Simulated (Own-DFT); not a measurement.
# Computed records: GaN (wurtzite, strained, atoms displaced)

A calculation, not a measurement: plane-wave PBE density functional theory by an unreviewed code, no spin, of a simulated periodic cell, stress positive in tension, free energy of the whole cell less one offset for each atom, forces on such cells passed a denser k mesh, this cell's mesh not checked; offsets are fitted by least squares, one for each functional and potential file, so energies compare only between cells with the same atoms and settings and are not formation energies; the far tail of each file's local potential was reset to the Coulomb form; each entry is a single point on an unrelaxed cell, so the pressure reflects the starting lattice, mostly measured values (interpolated for alloys), from which strain is counted, and rises with the displacements; printed positions are rounded, which can move forces by about a meV/angstrom; the program, named Own-DFT, is a retired in-house code; no spin-orbit coupling. Program: Own-DFT development build.

Common to all runs: functional PBE; potential files PseudoDojo norm-conserving, scalar-relativistic, standard set with the stringent files for Ga; wave cutoff 96 hartree; occupations Gaussian; smearing width 0.01 eV; k mesh 3 x 4 x 3 centred on Gamma.

(1) GaN (wurtzite, strained, atoms displaced)

```xyz
96
Lattice="12.7560 0.0000 0.0000 -4.7835 8.2853 0.0000 0.0000 0.0000 10.4478" Properties=species:S:1:pos:R:3 GaN
Ga     0.0763     1.8266     0.0625
Ga     1.5682     0.9956     2.5653
N     -0.0963     1.7872     2.1028
N      1.6119     0.8935     4.6092
Ga     0.0722     1.8300     5.1424
Ga     1.5010     0.8335     7.8295
N      0.0719     1.8930     7.1914
N      1.5684     0.9378     9.7896
Ga    -1.5107     4.5844    10.4207
Ga     0.0608     3.5964     2.6134
N     -1.6247     4.5062     2.0039
N     -0.0293     3.6901     4.6041
Ga    -1.6393     4.6226     5.2353
Ga     0.0016     3.6307     7.8188
N     -1.6155     4.6318     7.2380
N      0.0379     3.6576     9.7449
Ga    -3.2345     7.3613    10.4120
Ga    -1.5874     6.4511     2.6570
N     -3.1214     7.4000     2.0366
N     -1.5555     6.4626     4.5481
Ga    -3.1890     7.3960     5.2639
Ga    -1.5183     6.4934     7.8961
N     -3.1467     7.3294     7.1294
N     -1.6090     6.4907     9.7682
Ga     3.1600     1.7792     0.0262
Ga     4.7936     0.8490     2.6411
N      3.2561     1.8446     1.9782
N      4.7648     0.9156     4.5448
Ga     3.1717     1.8240     5.2052
Ga     4.8135     0.9353     7.8351
N      3.1507     1.8399     7.2200
N      4.8677     0.8528     9.7984
Ga     1.5565     4.6331    10.4420
Ga     3.1975     3.7006     2.5890
N      1.6049     4.5785     1.9854
N      3.1519     3.6161     4.6568
Ga     1.6024     4.5953     5.2549
Ga     3.2401     3.7078     7.7993
N      1.5738     4.5986     7.1801
N      3.1530     3.5927     9.8429
Ga     0.0276     7.2961     0.0709
Ga     1.5811     6.4365     2.5313
N     -0.0168     7.3228     1.9136
N      1.5748     6.4936     4.5466
Ga    -0.0541     7.3582     5.2141
Ga     1.5778     6.5037     7.8382
N      0.0273     7.3456     7.2739
N      1.5904     6.4863     9.8817
Ga     6.3844     1.8586    10.4256
Ga     8.0787     0.8832     2.5623
N      6.3127     1.7862     2.0289
N      7.9588     0.9937     4.5408
Ga     6.3744     1.7758     5.1972
Ga     8.0310     0.8908     7.7941
N      6.3845     1.7947     7.1681
N      7.9999     0.9285     9.8512
Ga     4.7979     4.5976    10.4332
Ga     6.2837     3.7114     2.6474
N      4.7643     4.5547     2.0987
N      6.3474     3.7259     4.5845
Ga     4.8439     4.5816     5.1387
Ga     6.2824     3.6257     7.7589
N      4.7890     4.5960     7.2130
N      6.4443     3.6406     9.9060
Ga     3.2598     7.3744     0.0482
Ga     4.7288     6.4489     2.6985
N      3.1686     7.4004     2.0087
N      4.7025     6.4164     4.6581
Ga     3.1153     7.3000     5.1766
Ga     4.6961     6.4302     7.7911
N      3.2578     7.3883     7.0683
N      4.7001     6.4256     9.7103
Ga     9.5712     1.8090    10.4042
Ga    11.1854     0.9498     2.6084
N      9.5168     1.8654     2.0069
N     11.1787     0.8863     4.6065
Ga     9.6442     1.7930     5.3372
Ga    11.1741     0.9777     7.8241
N      9.5429     1.8496     7.1773
N     11.1947     0.8998     9.8205
Ga     7.9527     4.6063    10.4112
Ga     9.5496     3.5889     2.6256
N      7.8478     4.6412     2.0173
N      9.5255     3.6993     4.5945
Ga     7.9955     4.6167     5.1866
Ga     9.5207     3.6746     7.9339
N      7.9844     4.5787     7.1722
N      9.5234     3.6302     9.8767
Ga     6.3249     7.3272     0.0306
Ga     7.9743     6.3356     2.6201
N      6.3261     7.4560     1.9461
N      7.9529     6.4674     4.5046
Ga     6.4401     7.4374     5.2846
Ga     8.0128     6.4587     7.8554
N      6.4086     7.3564     7.2074
N      7.9831     6.5492     9.7586
```

* free energy of cell above offsets: -5.694 eV
* pressure: 5.38 GPa
* stress xx: -6.66 GPa
* stress yy: -6.25 GPa
* stress zz: -3.22 GPa
* stress yz: -0.4 GPa
* stress xz: 0.33 GPa
* stress xy: 0.09 GPa

Force:
```csv
element,x (eV/Å),y (eV/Å),z (eV/Å)
Ga,-1.594,0.188,-0.367
Ga,1.288,-1.472,1.058
N,2.883,1.366,-2.372
N,0.032,0.263,-1.092
Ga,-0.881,0.551,1.186
Ga,1.629,1.133,-0.019
N,-1.366,-1.505,-0.947
N,0.358,-0.841,0.242
Ga,-1.401,0.166,0.688
Ga,-1.25,1.801,0.85
N,0.854,0.921,-0.672
N,0.369,-0.101,-0.358
Ga,0.204,-0.185,0.272
Ga,-0.021,1.58,-0.279
N,0.06,-0.455,-0.079
N,-0.276,-0.16,1.146
Ga,1.268,0.408,1.563
Ga,-0.07,-0.97,-0.965
N,-1.353,-0.28,-1.284
N,-1.127,-0.361,0.97
Ga,-0.004,-0.985,-1.646
Ga,-0.965,-0.982,-0.913
N,-0.158,0.054,1.401
N,0.107,-0.783,1.32
Ga,1.421,-0.056,-0.486
Ga,-0.034,0.312,-0.607
N,-1.332,-0.131,-0.017
N,-0.155,-0.364,0.949
Ga,0.377,-0.307,1.042
Ga,-1.024,-0.217,0.453
N,0.407,-0.567,-0.244
N,-1.142,0.489,0.138
Ga,1.115,-0.57,-0.193
Ga,-0.538,-1.023,1.112
N,-0.331,-0.017,-0.551
N,0.534,1.243,-1.297
Ga,-0.404,0.362,-0.451
Ga,-1.582,-0.943,0.741
N,0.527,0.75,0.726
N,0.56,1.396,-0.413
Ga,-0.876,1.372,-1.543
Ga,-0.172,0.089,1.18
N,0.007,-0.129,1.589
N,-1.008,-1.245,-0.402
Ga,1.099,0.314,0.682
Ga,1.21,-1.102,0.42
N,-0.251,1.036,-1.763
N,1.085,-0.74,-1.022
Ga,-0.188,-1.276,1.557
Ga,-2.581,1.177,1.454
N,1.378,0.749,-0.823
N,1.17,-1.257,0.445
Ga,-0.006,0.983,-0.293
Ga,-0.987,0.069,0.768
N,0.38,0.122,-0.022
N,-0.255,-0.628,-1.156
Ga,-0.601,-0.749,0.464
Ga,1.658,-1.986,0.028
N,-0.657,2.221,-2.065
N,1.339,-1.321,0.142
Ga,-1.965,0.251,1.384
Ga,2.012,0.406,0.918
N,-0.144,0.414,-0.907
N,-1.573,1.093,-1.891
Ga,-1.236,0.225,-0.125
Ga,0.814,0.099,-0.2
N,0.438,-1.478,-0.761
N,1.418,0.59,-0.756
Ga,0.703,1.827,-0.31
Ga,1.661,0.075,-0.35
N,-1.559,-0.11,1.496
N,1.154,-0.317,1.157
Ga,0.591,0.045,1.146
Ga,-2.918,-1.29,1.128
N,1.671,-0.933,-1.498
N,0.193,1.121,-0.46
Ga,-1.375,0.773,-2.426
Ga,0.423,-0.699,0.404
N,0.872,0.241,1.557
N,-0.022,0.429,-0.14
Ga,0.613,0.782,1.164
Ga,-0.586,1.945,0.442
N,1.202,-1.952,-1.465
N,0.981,-0.845,-0.128
Ga,-0.737,0.153,0.586
Ga,0.426,0.53,-0.941
N,-0.727,0.252,0.504
N,0.929,1.023,-0.515
Ga,0.164,0.52,-0.678
Ga,0.129,3.023,-0.28
N,0.006,-1.737,0.495
N,0.333,0.038,1.571
Ga,-0.769,-1.822,-0.395
Ga,-0.498,-0.763,-0.949
N,-0.365,0.426,0.295
N,-0.988,-1.745,0.688
```

(2) GaN (wurtzite, strained, atoms displaced)

```xyz
96
Lattice="12.7560 0.0000 0.0000 -4.7835 8.2853 0.0000 0.0000 0.0000 10.4478" Properties=species:S:1:pos:R:3 GaN
Ga     0.0527     1.7711     0.0335
Ga     1.6060     0.8094     2.5976
N     -0.0004     1.8030     1.9736
N      1.6345     0.9131     4.5393
Ga     0.0032     1.8267     5.3090
Ga     1.6115     0.8575     7.7970
N     -0.0340     1.6873     7.1577
N      1.5582     0.8989     9.8892
Ga    -1.6059     4.6365    10.3978
Ga     0.0136     3.6890     2.6330
N     -1.5662     4.5621     1.9855
N      0.0517     3.6631     4.6562
Ga    -1.5221     4.5674     5.2907
Ga     0.0164     3.6779     7.8348
N     -1.5707     4.6242     7.2411
N     -0.0174     3.7670     9.7867
Ga    -3.1553     7.3406     0.0277
Ga    -1.5984     6.4079     2.5401
N     -3.1902     7.3578     1.9489
N     -1.6139     6.4531     4.6351
Ga    -3.1679     7.3545     5.1531
Ga    -1.5032     6.4758     7.8611
N     -3.1230     7.3450     7.2595
N     -1.6117     6.3661     9.7800
Ga     3.1830     1.8885    10.3993
Ga     4.7933     0.9761     2.5969
N      3.1647     1.7695     1.8576
N      4.8328     0.8876     4.5918
Ga     3.1322     1.8988     5.2309
Ga     4.7376     0.9262     7.8288
N      3.2535     1.8135     7.2833
N      4.8644     0.8687     9.8386
Ga     1.5594     4.6252     0.0264
Ga     3.1282     3.7307     2.5961
N      1.5166     4.5668     1.9276
N      3.1934     3.7360     4.5580
Ga     1.6727     4.6212     5.2816
Ga     3.1141     3.5732     7.8593
N      1.5521     4.5880     7.1820
N      3.1490     3.6438     9.7667
Ga     0.0156     7.3378     0.0115
Ga     1.4787     6.4297     2.6068
N      0.0278     7.3633     1.9396
N      1.5161     6.3582     4.6231
Ga    -0.0047     7.3382     5.2266
Ga     1.5871     6.4994     7.9402
N      0.0034     7.2892     7.2311
N      1.6715     6.3847     9.8572
Ga     6.3615     1.8505     0.0320
Ga     7.9743     0.9168     2.6211
N      6.3274     1.8434     1.8105
N      7.9107     0.8786     4.4652
Ga     6.3220     1.8155     5.2216
Ga     7.9336     0.9242     7.8639
N      6.2934     1.8362     7.1259
N      7.8876     0.8873     9.8974
Ga     4.8817     4.5961    10.4275
Ga     6.3917     3.6639     2.5897
N      4.7159     4.6086     1.8229
N      6.4014     3.7250     4.6420
Ga     4.8023     4.5471     5.1758
Ga     6.2220     3.5965     7.8703
N      4.8617     4.6593     7.0889
N      6.3313     3.6552     9.7489
Ga     3.1955     7.4583    10.4366
Ga     4.8082     6.4636     2.6969
N      3.2506     7.3781     1.9239
N      4.7677     6.4211     4.5539
Ga     3.2458     7.3650     5.1923
Ga     4.7164     6.4593     7.8569
N      3.1067     7.2964     7.1017
N      4.7977     6.4767     9.7656
Ga     9.4780     1.7866    10.4073
Ga    11.1306     1.0288     2.6244
N      9.6543     1.8907     1.9213
N     11.1228     0.8949     4.6490
Ga     9.6868     1.8728     5.1491
Ga    11.1368     0.9504     7.8292
N      9.5902     1.8468     7.1878
N     11.2263     1.0087     9.7338
Ga     7.9238     4.6001     0.0845
Ga     9.6526     3.6490     2.5893
N      8.0020     4.6364     1.8575
N      9.5607     3.7417     4.5583
Ga     7.9890     4.6755     5.2666
Ga     9.5946     3.7429     7.7946
N      7.9562     4.6543     7.1754
N      9.5000     3.8040     9.8037
Ga     6.4248     7.3836    10.4365
Ga     7.9708     6.3939     2.6125
N      6.3638     7.3796     1.8393
N      7.9806     6.3799     4.5268
Ga     6.4328     7.3345     5.2355
Ga     7.9357     6.3860     7.8794
N      6.3310     7.3297     7.2699
N      8.0434     6.4735     9.8031
```

* free energy of cell above offsets: -4.550 eV
* pressure: 5.79 GPa
* stress xx: -5.79 GPa
* stress yy: -5.65 GPa
* stress zz: -5.94 GPa
* stress yz: 0.25 GPa
* stress xz: 0.33 GPa
* stress xy: 0.8 GPa

Force:
```csv
element,x (eV/Å),y (eV/Å),z (eV/Å)
Ga,-1.21,1.861,-0.047
Ga,-0.063,2.002,-0.196
N,0.417,0.449,0.581
N,-0.704,0.118,0.592
Ga,0.293,-0.139,-1.695
Ga,-0.531,0.104,1.313
N,1.311,1.793,0.943
N,1.631,-0.288,-1.722
Ga,-0.28,-1.744,0.802
Ga,-0.295,-1.147,0.55
N,0.149,0.729,-0.679
N,-0.056,-0.296,-0.751
Ga,-0.658,0.799,-0.429
Ga,-0.406,-0.673,0.364
N,0.293,-0.317,-0.62
N,0.339,-1.485,0.072
Ga,-0.064,0.119,-0.741
Ga,0.222,0.254,1.195
N,0.065,-1.462,0.401
N,0.709,-0.819,-1.265
Ga,-0.297,0.042,1.533
Ga,-1.846,-0.957,0.057
N,-0.783,-0.52,-1.353
N,0.792,2.265,0.593
Ga,0.225,-1.437,0.204
Ga,-0.617,-0.634,-0.092
N,0.137,0.947,1.809
N,-1.691,0.426,-0.631
Ga,1.141,-0.781,-0.105
Ga,1.762,-1.75,1.047
N,-2.156,0,-2.078
N,-1.383,0.329,-1.131
Ga,0.529,-1.123,-0.664
Ga,0.501,-0.978,-0.836
N,0.86,0.761,0.757
N,0.066,-1.044,-0.309
Ga,-1.11,-0.331,-0.002
Ga,0.58,2.562,-0.217
N,1,0.019,0.72
N,0.54,1.197,0.327
Ga,-0.046,-0.239,-0.436
Ga,2.209,-0.236,0.599
N,-1.25,0.518,0.272
N,1.143,1.361,-1.244
Ga,-0.103,-0.039,0.465
Ga,0.07,-1.353,-0.839
N,0.927,1.815,-0.697
N,-0.605,1.522,-0.349
Ga,-0.561,0.237,-2.237
Ga,0.003,-0.009,-1.634
N,1.019,0.375,4.025
N,0.774,0.827,1.996
Ga,1.476,0.654,-0.427
Ga,0.131,-0.011,-0.89
N,0.961,-0.613,1.081
N,0.683,1.75,-2.334
Ga,-2.259,0.926,-0.965
Ga,-0.349,0.489,0.158
N,0.748,-0.062,2.79
N,0.358,-1.115,-1.809
Ga,0.024,1.065,0.658
Ga,1.616,1.324,-1.284
N,-1.856,-0.78,1.1
N,1.154,-0.267,0.589
Ga,0.589,-3.254,1.11
Ga,-0.116,-0.066,-2.631
N,-1.051,-0.21,0.882
N,0.899,-0.035,0.811
Ga,-1.464,-0.12,-0.361
Ga,0.36,-0.516,-0.616
N,0.757,1.355,1.232
N,-0.162,-0.09,0.436
Ga,2.048,1.668,-0.152
Ga,1.226,-2.146,-0.008
N,-2.081,-0.529,-0.11
N,1.892,-0.558,-1.519
Ga,-3.095,0.655,1.281
Ga,-0.118,-1.266,0.243
N,-1.178,0.316,-0.374
N,-1.492,-0.755,0.997
Ga,0.265,0.598,-3.613
Ga,-1.19,1.06,0.249
N,-0.256,-1.129,3.609
N,0.605,-0.634,0.077
Ga,-0.04,-1.631,0.24
Ga,-1.083,-0.274,0.825
N,-0.087,-1.544,0.288
N,0.32,-1.947,-0.341
Ga,-0.152,0.331,-1.496
Ga,-0.505,0.963,-1.009
N,0.351,0.114,2.92
N,-0.01,1.777,0.121
Ga,-0.826,-0.255,0.867
Ga,0.543,1.156,0.074
N,0.503,0.608,-1.305
N,-1.131,-0.633,0.39
```

(3) GaN (wurtzite, strained, atoms displaced)

```xyz
96
Lattice="12.7560 0.0000 0.0000 -4.7835 8.2853 0.0000 0.0000 0.0000 10.4478" Properties=species:S:1:pos:R:3 GaN
Ga     0.0180     1.8528     0.0372
Ga     1.6509     0.9155     2.6725
N      0.1304     1.8602     1.9384
N      1.6236     0.9226     4.6078
Ga     0.0094     1.7847     5.2168
Ga     1.6159     0.8891     7.8795
N     -0.0018     1.8665     7.1024
N      1.6163     0.8781     9.8353
Ga    -1.5270     4.6111     0.0056
Ga    -0.0034     3.7781     2.5510
N     -1.5133     4.5231     1.9567
N     -0.0062     3.7019     4.6834
Ga    -1.6122     4.6233     5.1960
Ga     0.0478     3.7302     7.8569
N     -1.5402     4.5723     7.3334
N     -0.0273     3.6446     9.8570
Ga    -3.1245     7.4459    10.4200
Ga    -1.6644     6.5323     2.6718
N     -3.2064     7.3128     1.9733
N     -1.5427     6.6091     4.6663
Ga    -3.0913     7.3259     5.1907
Ga    -1.4965     6.4871     7.8812
N     -3.2179     7.3433     7.1319
N     -1.6438     6.3867     9.7930
Ga     3.1437     1.8464    10.4296
Ga     4.7338     0.9312     2.5662
N      3.2103     1.8580     1.9176
N      4.7901     0.8806     4.5868
Ga     3.2333     1.8746     5.2501
Ga     4.7850     0.8745     7.7192
N      3.2487     1.8315     7.1698
N      4.7242     0.9486     9.8125
Ga     1.6516     4.6201    10.3889
Ga     3.2022     3.6003     2.6912
N      1.5519     4.5641     1.9120
N      3.1296     3.7516     4.5390
Ga     1.5447     4.6223     5.1525
Ga     3.0761     3.6605     7.8111
N      1.6522     4.6480     7.2271
N      3.2317     3.7642     9.7610
Ga     0.0170     7.3908     0.0192
Ga     1.6233     6.4263     2.6566
N     -0.0809     7.3327     1.8846
N      1.5781     6.4668     4.6290
Ga    -0.0497     7.3530     5.2506
Ga     1.6131     6.3998     7.7679
N      0.0260     7.3538     7.2065
N      1.6396     6.4301     9.8048
Ga     6.4073     1.9147    10.4030
Ga     8.0209     0.9509     2.6251
N      6.4335     1.9106     1.9343
N      7.9921     0.9835     4.6248
Ga     6.3518     1.8357     5.1552
Ga     7.9429     0.9403     7.8084
N      6.3109     1.7738     7.1758
N      7.9589     0.9168     9.8263
Ga     4.7819     4.6072    10.4393
Ga     6.3871     3.6231     2.5928
N      4.8532     4.5751     1.9259
N      6.3864     3.6709     4.6215
Ga     4.7784     4.5476     5.2098
Ga     6.2940     3.7483     7.7953
N      4.6990     4.5539     7.2637
N      6.3997     3.6151     9.8332
Ga     3.1637     7.3897     0.0510
Ga     4.7568     6.4292     2.5912
N      3.2302     7.3594     1.8982
N      4.7704     6.4580     4.6264
Ga     3.1744     7.3425     5.1559
Ga     4.7354     6.4662     7.8022
N      3.2135     7.3358     7.2095
N      4.8237     6.6088     9.8901
Ga     9.6074     1.8521     0.1041
Ga    11.1299     0.9380     2.5626
N      9.5363     1.8269     2.0510
N     11.1091     0.8151     4.6059
Ga     9.5918     1.8431     5.2293
Ga    11.1611     0.9226     7.7909
N      9.6328     1.8437     7.1454
N     11.1823     0.8575     9.8256
Ga     7.9704     4.5514    10.3164
Ga     9.5989     3.7078     2.6658
N      8.0485     4.6681     1.9578
N      9.6224     3.7098     4.5926
Ga     8.0349     4.5977     5.2495
Ga     9.5194     3.7088     7.7850
N      7.9812     4.6411     7.2022
N      9.5989     3.6533     9.8720
Ga     6.3873     7.4058     0.0237
Ga     7.9308     6.4842     2.6100
N      6.3808     7.3739     2.0310
N      7.9529     6.4411     4.6055
Ga     6.3642     7.3477     5.1938
Ga     7.9180     6.4697     7.7962
N      6.4171     7.3125     7.2117
N      8.0128     6.3633     9.8781
```

* free energy of cell above offsets: -4.989 eV
* pressure: 5.65 GPa
* stress xx: -7.88 GPa
* stress yy: -6.45 GPa
* stress zz: -2.61 GPa
* stress yz: 0.54 GPa
* stress xz: -0.51 GPa
* stress xy: 1.18 GPa

Force:
```csv
element,x (eV/Å),y (eV/Å),z (eV/Å)
Ga,-0.35,-0.668,-0.465
Ga,-0.539,-0.217,-0.62
N,-1.465,-0.155,1.191
N,0.371,0.091,-0.289
Ga,-0.49,0.25,-0.541
Ga,-0.532,0.03,-1.29
N,0.688,-0.242,1.998
N,-0.549,1.86,-1.058
Ga,-1.425,-0.211,0.079
Ga,1.232,-2.253,1.527
N,-2.461,2.011,0.337
N,-0.535,-0.416,-1.674
Ga,1.078,0.41,1.657
Ga,-0.298,-1.223,0.114
N,-0.99,1.195,-1.891
N,1.613,0.364,-1.112
Ga,-1.025,-3.107,0.957
Ga,1.089,-1.486,-0.706
N,0.034,1.49,-0.049
N,-0.661,-3.754,-2.338
Ga,-3.359,1.436,1.236
Ga,-2.023,-1.093,-0.202
N,0.996,0.197,0.981
N,1.239,1.247,0.314
Ga,1.038,0.862,-0.215
Ga,1.438,-0.485,-0.033
N,-0.441,-0.299,0.603
N,-0.385,0.638,-0.8
Ga,-0.696,-0.269,-0.435
Ga,-0.066,0.523,2.291
N,-1.396,0.129,0.232
N,0.79,-0.276,-0.653
Ga,-0.851,-0.205,0.769
Ga,-0.124,1.46,-2.343
N,1.997,1.004,0.726
N,0.769,-0.985,1.266
Ga,0.342,0.002,1.345
Ga,2.003,-0.559,0.77
N,-1.579,-0.953,-1.646
N,-0.759,-1.547,0.066
Ga,-0.168,-0.354,-1.431
Ga,-0.581,0.092,-1.234
N,1.074,0.424,2.173
N,-0.436,-0.034,-0.841
Ga,2.641,1.243,0.785
Ga,0.486,1.664,1.548
N,0.338,-0.399,-0.667
N,-0.878,0.548,-0.583
Ga,-0.61,-2.645,0.586
Ga,-1.523,-0.785,0.341
N,-0.588,-2.271,0.239
N,-0.36,-0.979,-0.847
Ga,0.433,-0.15,1.061
Ga,0.539,-0.269,0.502
N,1.343,1.53,-0.601
N,0.438,0.542,-0.38
Ga,0.85,1.083,-0.15
Ga,1.148,2.194,0.385
N,-1.245,0.079,0.946
N,0.09,0.247,-0.547
Ga,-0.001,1.083,0.649
Ga,0.988,-1.52,0.633
N,0.116,0.973,-1.345
N,-0.869,2.512,-1.799
Ga,0.334,0.102,-1.74
Ga,0.846,-0.371,0.273
N,-1.03,0.304,2.549
N,-0.206,-1.086,-0.945
Ga,0.499,1.033,1.378
Ga,1.177,-0.413,1.368
N,-0.998,0.973,-1.119
N,-1.085,-2.501,-1.384
Ga,-0.481,-0.362,-1.345
Ga,1.46,-0.207,1.017
N,1.125,1.01,-0.617
N,0.842,2.141,-0.995
Ga,0.281,-0.134,-0.07
Ga,0.607,-0.259,0.795
N,-1.415,0.275,0.599
N,0.249,1.956,-0.418
Ga,0.792,0.278,2.057
Ga,-0.423,0.423,-1.253
N,-0.776,-1.191,0.169
N,-0.519,-0.349,0.188
Ga,-0.971,0.401,-0.425
Ga,1.395,-0.617,1.547
N,-0.838,-0.735,-0.247
N,0.183,-0.182,-1.066
Ga,1.297,-1.309,0.55
Ga,0.45,-0.98,0.248
N,-0.684,0.359,-0.683
N,1.014,-0.161,-0.326
Ga,0.347,-0.771,0.957
Ga,1.831,-0.361,1.621
N,-1.915,1.107,-0.878
N,-0.327,2.02,-1.325
```
